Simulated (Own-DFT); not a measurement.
# A pressure from energies alone: corundum Al2O3, 78 atoms (Al32O46), with two O vacancies

These are calculations. Each geometry was run twice at fixed positions with Own-DFT, a retired in-house plane-wave program that no person has reviewed: with PBE, and with HSE06 (exact exchange share 0.25 at short range, screening 0.11 per bohr, Gygi-Baldereschi treatment of its divergence). Both used PseudoDojo norm-conserving files made for PBE, a cutoff of 48 hartree, the Gamma point alone, fixed occupations, a neutral cell and no spin. The unstrained cell is 7.9 Å across at its thinnest, so Gamma alone is coarse and defects feel their images. The oxygen file's force components were 24 meV/Å off all-electron values in a glass.

Unstrained cell vectors in Å: (5.494, 0.000, 8.660); (-2.747, 4.758, 8.660); (-2.747, -4.758, 8.660), volume V0 = 679.1 Å³, from measured lattice constants. Each geometry has its own random strain of a few per cent, its own defect sites and random moves of rms u per axis. HSE06 gave the energy alone. D is its energy less that of PBE, over the lowest D shown. The PBE stress wasn't checked against mesh or cutoff.

```
run,V - V0 (Å³),u (Å),P with PBE (GPa),D (eV)
1,-1.0,0.0496,10.24,0.678
2,-9.4,0.0492,12.85,0.406
3,0.7,0.0525,9.35,0.741
4,-4.1,0.0320,9.01,0.432
5,-6.2,0.0487,11.36,0.449
6,26.6,0.0307,-1.74,1.615
7,-4.9,0.0295,8.58,0.458
8,-15.3,0.0291,13.29,0.000
9,-3.0,0.0295,7.61,0.593
10,-4.7,0.0481,11.21,0.511
11,4.6,0.0523,7.55,0.956
12,12.3,0.0488,4.58,1.156
13,12.8,0.0308,3.08,?
```

## Analysis

D = 0.57 + 0.0377 (V - V0) + 60 u² eV, with an error of 0.0013 on the volume slope, 17 on the last term and a scatter of 0.05 eV. Pressure is -dE/dV, and 1 eV/Å³ is 160.2 GPa, so HSE06 changes the pressure by -6.0 ± 0.2 GPa. With the ions held to the strained lattice, the PBE pressure falls by 245 ± 9 GPa per unit of volume strain; the shape of the strain isn't fitted, so the true error is larger, and a relaxed crystal would be softer. On that slope HSE06's volume at a given pressure is about 2.5 % smaller, or 0.8 % in lengths. At u = 0 and V0 the PBE pressure is 6.1 GPa, which puts the zero-pressure volume, against the measured cell and with the defects in, at +2.5 % for PBE and +0.0 % for HSE06, each good to a few tenths of a per cent.

## The run left out

Q: what D should run 13 give?

Estimate: 1.11 eV, with rows scattering by 0.05. DFT gave 1.124 eV.
